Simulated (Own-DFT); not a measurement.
Hf$_{36}$O$_{71}$ (tetragonal hafnia with one neutral oxygen vacancy, atoms displaced) (calculated)

A calculation, not a measurement: plane-wave PBE and HSE06 DFT by an unreviewed code, no spin, of a simulated cell at Gamma alone, so results move with cell size and shape, stress positive in tension, energies less offsets, not probed for a lower state with spin; hafnium file: forces about 75 meV/angstrom off all-electron values; oxygen file: force components 24 meV/angstrom off all-electron in a glass; k mesh not checked against a denser one; forces and stress are PBE's, HSE06 gives the energy alone, and its difference from PBE has offsets of its own; offsets are fitted by least squares, one for each functional and potential file, so energies compare only between cells with the same atoms and settings and are not formation energies; the far tail of each file's local potential was reset to the Coulomb form; each entry is a single point on an unrelaxed cell, so the pressure reflects the starting lattice, taken from the Materials Project, from which strain is counted, and rises with the displacements; printed positions are rounded, which can move forces by about a meV/angstrom; the program is a retired in-house code; no spin-orbit coupling. Program: Own-DFT development build.

Settings shared by all entries: first functional PBE; second functional HSE06; exact exchange share 0.25; screening 0.11 1/bohr; exchange divergence Gygi-Baldereschi; potential files PseudoDojo norm-conserving, scalar-relativistic, made for PBE, standard set; wave cutoff 48 hartree; occupations fixed; k mesh 1 x 1 x 1 centred on Gamma.

(1) Hf$_{36}$O$_{71}$ (tetragonal hafnia with one neutral oxygen vacancy, atoms displaced)

```
Hf36O71
1.0
     10.7800     0.0000     0.0000
      0.0000    10.7800     0.0000
      0.0000     0.0000    10.4493
Hf O Hf O Hf O Hf O Hf O Hf O Hf O Hf O Hf O Hf O Hf O Hf O Hf O Hf O Hf O Hf O Hf O Hf O
2 4 2 3 2 4 2 4 2 4 2 4 2 4 2 4 2 4 2 4 2 4 2 4 2 4 2 4 2 4 2 4 2 4 2 4
Direct
  0.99701 0.00317 0.99292
  0.16598 0.16620 0.25030
  0.99967 0.16478 0.15383
  0.16313 0.99869 0.34562
  0.00151 0.16741 0.39605
  0.16678 0.99840 0.09860
  0.99716 0.99586 0.49589
  0.16181 0.16409 0.75458
  0.99738 0.16710 0.64578
  0.16542 0.99865 0.84878
  0.16687 0.99754 0.60090
  0.00006 0.33433 0.00056
  0.16161 0.50397 0.25331
  0.00301 0.49611 0.14978
  0.16316 0.33344 0.34382
  0.99578 0.49605 0.39916
  0.16358 0.32978 0.09584
  0.00366 0.33442 0.50230
  0.16250 0.49802 0.74896
  0.00160 0.49563 0.64960
  0.16486 0.33078 0.84210
  0.99866 0.50308 0.90442
  0.16738 0.32776 0.59979
  0.99780 0.66702 0.00105
  0.16729 0.83893 0.25151
  0.00047 0.83362 0.15406
  0.17023 0.66485 0.34793
  0.99887 0.83793 0.39927
  0.16453 0.66728 0.09154
  0.00273 0.66403 0.50101
  0.16369 0.83272 0.74763
  0.00078 0.82470 0.65250
  0.16531 0.65865 0.85153
  0.99864 0.83768 0.90353
  0.16473 0.67066 0.59768
  0.33331 0.00465 0.99939
  0.50200 0.16463 0.24918
  0.33209 0.16712 0.14690
  0.50016 0.00079 0.35152
  0.33291 0.16615 0.40534
  0.49903 0.00013 0.09771
  0.33571 0.99585 0.50050
  0.49603 0.16706 0.75294
  0.33840 0.16410 0.65631
  0.50222 0.99922 0.84911
  0.33266 0.16553 0.90360
  0.49808 0.00040 0.59410
  0.33226 0.33250 0.99624
  0.49715 0.50195 0.24680
  0.33377 0.49851 0.15420
  0.49970 0.33314 0.35071
  0.33724 0.49878 0.40277
  0.50429 0.33101 0.09673
  0.33565 0.33135 0.49892
  0.50114 0.50111 0.75449
  0.33360 0.49724 0.65412
  0.50384 0.33215 0.85262
  0.33518 0.49972 0.90156
  0.50041 0.33481 0.59288
  0.33652 0.66948 0.00215
  0.50604 0.83494 0.24922
  0.33545 0.83562 0.15478
  0.49675 0.66592 0.35118
  0.33706 0.83698 0.40334
  0.49655 0.66822 0.10098
  0.33226 0.66991 0.49966
  0.49696 0.83321 0.75106
  0.33099 0.83577 0.65034
  0.49883 0.67152 0.84564
  0.33262 0.83510 0.90317
  0.49770 0.66500 0.60351
  0.66652 0.99885 0.99985
  0.83082 0.16306 0.25791
  0.66091 0.16779 0.15358
  0.83660 0.99915 0.34999
  0.67032 0.16215 0.40448
  0.83361 0.00064 0.10042
  0.66476 0.00087 0.49833
  0.83764 0.17041 0.75064
  0.66232 0.16544 0.65416
  0.83566 0.00135 0.84624
  0.66682 0.16532 0.90168
  0.83177 0.99759 0.59786
  0.66436 0.33260 0.99067
  0.83199 0.50152 0.24791
  0.66625 0.49606 0.14902
  0.83946 0.33499 0.35323
  0.66704 0.49801 0.40232
  0.82866 0.33221 0.10237
  0.66750 0.33707 0.50637
  0.83428 0.49827 0.74715
  0.66490 0.50053 0.65450
  0.82784 0.33737 0.85279
  0.66693 0.49863 0.90625
  0.82972 0.33453 0.60006
  0.66597 0.66342 0.00283
  0.83273 0.83146 0.25015
  0.66604 0.82855 0.15312
  0.83571 0.66719 0.34579
  0.67060 0.83581 0.40315
  0.82919 0.66164 0.10198
  0.66618 0.66523 0.50380
  0.83558 0.83600 0.74501
  0.66400 0.83375 0.65545
  0.83623 0.66903 0.84751
  0.67135 0.83263 0.90442
  0.83309 0.66848 0.59838
```

The calculation gives: PBE energy of cell above offsets -100.770 eV; HSE06 less PBE above offsets -0.121 eV; PBE pressure 0.57 GPa; PBE stress xx -0.03 GPa; PBE stress yy -0.65 GPa; PBE stress zz -1.03 GPa; PBE stress yz -0.29 GPa; PBE stress xz -0.44 GPa; PBE stress xy 0.05 GPa.

Force:
```tsv
element	x (eV/Å)	y (eV/Å)	z (eV/Å)
Hf	0.261	0.414	1.311
Hf	-0.228	0.221	-0.492
O	-0.259	0.023	-0.76
O	0.263	0.393	0.597
O	-0.056	-0.483	1.026
O	-0.251	-0.011	-0.479
Hf	0.39	1.532	0.272
Hf	0.665	-0.188	-1.558
O	0.197	0.055	1.105
O	-0.422	0.356	0.06
O	-0.646	-0.041	-0.365
Hf	-0.829	-0.265	0.905
Hf	0.921	-1.051	-0.78
O	-0.742	0.419	0.154
O	0.191	0.404	0.494
O	0.719	1.313	0.529
O	0.549	0.078	-0.612
Hf	-0.545	-1.006	-1.067
Hf	1.495	0.247	0.394
O	-0.543	0.293	-0.265
O	-0.388	0.222	0.929
O	-0.15	-1.062	-0.542
O	0.122	0.192	-0.434
Hf	0.181	0.492	-0.186
Hf	0.011	-0.492	-1.137
O	-0.334	-0.391	-0.005
O	-0.35	0.912	0.473
O	0.235	-1.794	0.447
O	0.569	-0.039	0.739
Hf	-0.809	0.449	-0.784
Hf	0.653	-0.368	0.788
O	-0.185	0.422	-0.451
O	-0.072	1.291	-0.995
O	0.168	-0.735	-0.305
O	0.36	-0.415	0.015
Hf	-0.27	-0.91	0.876
Hf	-0.749	1.022	0.09
O	0.333	-0.066	0.658
O	0.211	-0.303	-0.608
O	-0.341	-0.396	-0.312
O	0.408	-0.242	0.124
Hf	-0.389	1.208	0.417
Hf	1.075	-0.456	-0.314
O	-1.25	0.205	-0.007
O	-0.192	0.066	-0.098
O	-0.044	0.523	-0.703
O	0.403	-0.367	0.531
Hf	0.439	0.301	1.453
Hf	0.326	-1.025	0.769
O	-0.77	0.042	-0.276
O	0.053	-0.256	-0.747
O	-0.447	0.364	0.363
O	-1.337	0.249	-0.237
Hf	0.086	0.348	-0.081
Hf	-1.19	0.112	-0.43
O	-0.395	0.175	0.249
O	-0.369	0.264	-0.753
O	0.283	-0.044	0.298
O	-0.057	0.123	1.114
Hf	-1.327	-0.152	-0.384
Hf	-1.291	-0.135	0.592
O	-0.084	-0.293	0.144
O	0.428	0.578	-0.218
O	-0.441	-0.919	-0.231
O	0.937	-0.206	-0.117
Hf	0.761	-0.829	-0.17
Hf	0.196	0.582	-0.312
O	0.138	-0.358	0.257
O	0.154	-0.973	0.877
O	-0.068	-0.168	-0.128
O	0.23	0.12	-0.611
Hf	0.042	0.42	-0.026
Hf	0.268	1.492	-1.012
O	1.179	-0.637	0.155
O	-0.085	-0.459	0.02
O	0.123	1.145	-0.231
O	-0.359	-0.129	-0.473
Hf	-0.174	0.024	0.902
Hf	-1.351	-0.345	-0.241
O	0.613	0.153	0.165
O	0.523	0.557	0.08
O	0.232	-0.463	0.062
O	0.483	-0.217	0.01
Hf	0.441	-0.691	2.262
Hf	-0.138	-1.296	0.032
O	-0.424	0.79	0.495
O	-0.58	-0.404	-0.386
O	0.246	0.854	0.314
O	0.846	0.018	-0.757
Hf	-0.507	-0.906	-1.424
Hf	-0.105	0.799	0.818
O	0.467	0.073	-0.073
O	0.87	-0.609	-0.779
O	-0.305	1.176	-1.134
O	1.052	0.162	0.725
Hf	0.161	0.479	-0.198
Hf	0.568	0.39	-0.05
O	0.384	0.211	-0.21
O	-0.025	-0.072	0.479
O	-0.224	-0.902	-0.097
O	0.591	0.218	-0.376
Hf	-0.573	0.222	-0.482
Hf	-0.97	-0.339	0.851
O	0.195	-0.239	-0.172
O	-0.144	-0.57	-0.308
O	-0.143	-0.065	0.265
O	0.233	-0.409	-0.3
```

(2) Hf$_{36}$O$_{71}$ (tetragonal hafnia with one neutral oxygen vacancy, atoms displaced)

```
Hf36O71
1.0
     10.7800     0.0000     0.0000
      0.0000    10.7800     0.0000
      0.0000     0.0000    10.4493
Hf O Hf O Hf O Hf O Hf O Hf O Hf O Hf O Hf O Hf O Hf O Hf O Hf O Hf O Hf O Hf O Hf O Hf O
2 4 2 4 2 4 2 4 2 4 2 4 2 4 2 4 2 3 2 4 2 4 2 4 2 4 2 4 2 4 2 4 2 4 2 4
Direct
  0.00673 0.00486 0.00630
  0.16076 0.16313 0.25869
  0.99672 0.17747 0.14029
  0.17246 0.01135 0.35918
  0.00013 0.16106 0.40111
  0.17613 0.99411 0.10339
  0.00007 0.99994 0.50578
  0.15554 0.17088 0.75618
  0.01130 0.16219 0.65601
  0.17007 0.00117 0.85013
  0.99111 0.15975 0.89783
  0.17133 0.00407 0.60725
  0.00185 0.33071 0.00412
  0.16679 0.50247 0.25384
  0.00942 0.49179 0.16276
  0.16268 0.32821 0.34071
  0.99258 0.50153 0.39373
  0.16440 0.33135 0.09396
  0.00033 0.33828 0.50002
  0.17108 0.48831 0.74896
  0.00369 0.50147 0.65380
  0.16444 0.33464 0.85067
  0.00203 0.50322 0.89372
  0.16239 0.33877 0.60149
  0.00572 0.67101 0.99136
  0.14965 0.82979 0.26452
  0.99711 0.83199 0.15156
  0.16680 0.67147 0.34137
  0.00258 0.83730 0.41111
  0.17860 0.66404 0.09685
  0.00242 0.66332 0.50191
  0.17062 0.82750 0.75017
  0.99423 0.83724 0.65267
  0.17071 0.67369 0.85387
  0.99776 0.83001 0.88772
  0.15160 0.67201 0.60348
  0.33210 0.00862 0.00697
  0.49103 0.16215 0.25158
  0.33566 0.17762 0.15970
  0.50531 0.00141 0.34543
  0.32583 0.16853 0.38948
  0.50612 0.98655 0.08877
  0.34254 0.00260 0.50746
  0.48921 0.16350 0.75123
  0.32827 0.15767 0.65966
  0.50023 0.00676 0.85748
  0.33851 0.15455 0.88686
  0.49178 0.00812 0.59703
  0.32561 0.34215 0.99767
  0.51550 0.51626 0.27009
  0.33466 0.50590 0.16672
  0.50547 0.31792 0.33731
  0.50340 0.32468 0.10589
  0.33813 0.33448 0.50163
  0.50198 0.50474 0.74980
  0.34505 0.51164 0.65505
  0.49340 0.33891 0.85152
  0.33744 0.50026 0.90787
  0.48904 0.32717 0.59100
  0.31829 0.67458 0.00111
  0.50502 0.83724 0.24742
  0.34101 0.83230 0.14309
  0.49890 0.66686 0.34212
  0.32889 0.83666 0.39366
  0.48185 0.66620 0.09230
  0.32954 0.66379 0.50279
  0.49539 0.84365 0.73783
  0.33864 0.84029 0.65996
  0.49719 0.66460 0.84551
  0.32562 0.84664 0.90753
  0.49533 0.66991 0.60201
  0.65615 0.98714 0.99847
  0.83715 0.15857 0.25467
  0.66352 0.16110 0.14932
  0.83344 0.00303 0.34780
  0.66886 0.15068 0.40201
  0.84673 0.00371 0.11215
  0.65494 0.99667 0.49746
  0.83350 0.17259 0.73905
  0.66870 0.16750 0.66693
  0.83672 0.00857 0.85276
  0.65654 0.15904 0.90461
  0.83698 0.98793 0.58821
  0.66661 0.33006 0.99352
  0.83602 0.48981 0.25201
  0.66756 0.49468 0.14992
  0.84644 0.34027 0.35953
  0.67007 0.49889 0.40893
  0.82707 0.33223 0.10372
  0.66213 0.33773 0.49755
  0.83232 0.50062 0.75305
  0.65420 0.49977 0.64881
  0.83258 0.33751 0.84073
  0.67992 0.50714 0.89213
  0.85470 0.33950 0.59596
  0.66682 0.67099 0.99583
  0.82961 0.84957 0.24799
  0.66139 0.83762 0.16295
  0.83288 0.67189 0.33893
  0.67216 0.82913 0.40913
  0.83276 0.67162 0.10084
  0.66907 0.67421 0.50711
  0.82960 0.82375 0.75058
  0.65933 0.84051 0.65210
  0.84923 0.66855 0.86453
  0.66069 0.82954 0.90091
  0.83077 0.68219 0.60267
```

Results for Hf$_{36}$O$_{71}$ (tetragonal hafnia with one neutral oxygen vacancy, atoms displaced): PBE energy of cell above offsets -87.497 eV; HSE06 less PBE above offsets 0.563 eV; PBE pressure 4.96 GPa; PBE stress xx -6.02 GPa; PBE stress yy -4.42 GPa; PBE stress zz -4.43 GPa; PBE stress yz 1.08 GPa; PBE stress xz -0.32 GPa; PBE stress xy 0.18 GPa.

Force:
```tsv
element	x (eV/Å)	y (eV/Å)	z (eV/Å)
Hf	-0.431	-0.934	-1.72
Hf	1.073	0.318	-1.296
O	0.818	-0.865	1.127
O	-1.064	-2.661	-0.422
O	-0.471	1.079	-0.077
O	-2.455	0.806	0.872
Hf	1.757	0.055	1.04
Hf	2.923	-3.121	0.738
O	-3.42	0.26	-2.042
O	-1.231	0.271	0.34
O	1.229	2.223	0.478
O	-0.161	-1.012	-1.091
Hf	-1.201	0.146	0.069
Hf	1.414	-1.233	-0.612
O	-1.839	0.127	-1.907
O	0.19	1.878	1.182
O	1.144	0.852	1.888
O	0.372	0.235	-0.236
Hf	2.035	-0.369	-2.428
Hf	-0.581	1.922	0.28
O	-0.379	0.669	-0.557
O	0.191	-0.204	0.567
O	0.338	-0.759	0.934
O	2.115	0.45	0.178
Hf	-1.201	0.218	0.895
Hf	2.605	3.552	-1.824
O	0.815	-0.128	0.038
O	0.075	-2.246	2.452
O	0.552	-0.904	-1.339
O	-5.649	-0.064	2.552
Hf	-2.334	0.583	-0.815
Hf	-1.693	3.01	0.832
O	0.941	-0.328	0.215
O	-0.026	-2.004	-0.683
O	0.603	1.02	1.811
O	3.734	-0.075	-0.305
Hf	0.626	-1.465	-1.063
Hf	1.96	1.176	-2.52
O	-2.036	-1.275	-1.9
O	-0.196	-1.616	1.45
O	1.23	0.137	2.764
O	-2.623	0.531	2.302
Hf	-6.213	0.368	-2.795
Hf	0.934	1.099	2.341
O	-0.36	1.058	-1.857
O	0.578	-2.058	-1.96
O	-0.65	2.861	1.961
O	3.479	-0.19	1.82
Hf	3.235	-1.644	1.741
Hf	-1.385	-6.074	-5.782
O	0.079	-1.206	0.966
O	0.64	3.773	3.477
O	-0.459	0.498	-2.477
Hf	-2.641	-0.79	-2.147
Hf	-0.305	0.294	2.728
O	-3.126	-0.503	-1.145
O	0.567	-0.386	-1.081
O	-1.346	0.518	-0.672
O	2.732	-0.162	0.743
Hf	5.058	1.263	-1.751
Hf	-4.547	-0.48	-0.874
O	-0.881	0.509	1.892
O	-0.311	3.893	3.288
O	0.465	-0.702	2.111
O	4.197	-0.236	0.628
Hf	0.24	0.692	-0.269
Hf	1.199	-1.351	4.756
O	-2.123	-0.462	-2.293
O	0.438	1.244	-0.708
O	0.221	-1.213	-1.128
O	0.492	0.758	-1.702
Hf	2.922	3.805	-0.908
Hf	-1.628	1.871	-1.849
O	1.045	-0.486	1.165
O	0.12	-0.865	1.226
O	0.563	3.123	0.86
O	-1.213	-0.58	-0.692
Hf	2.571	-0.013	0.587
Hf	1.112	-1.977	2.63
O	-1.154	0.457	-2.376
O	-0.704	-1.495	-1.184
O	0.623	1.387	0.323
O	-2.154	1.172	0.647
Hf	-1.898	-0.983	1.703
Hf	0.159	2.275	-1.542
O	-0.185	1.035	0.852
O	-1.565	-2.305	-0.421
O	-0.414	0.766	-0.573
O	1.091	0.493	-0.71
Hf	0.294	-2.031	0.11
Hf	0.383	0.378	0.684
O	2.855	-0.719	-1.064
O	-0.051	-0.847	0.339
O	-0.403	-0.248	0.483
O	-4.869	-0.421	1.759
Hf	-0.762	-2.243	1.686
Hf	0.733	-3.084	-0.309
O	2.28	-0.17	-1.81
O	-0.16	-0.522	1.112
O	-0.666	1.07	-0.719
O	0.036	-0.1	-1.155
Hf	-0.166	-0.723	-0.265
Hf	1.961	2.828	0.823
O	0.461	-0.263	-0.494
O	-1.723	-0.469	-2.32
O	0.69	-0.33	-0.709
O	-0.13	-1.425	0.136
```
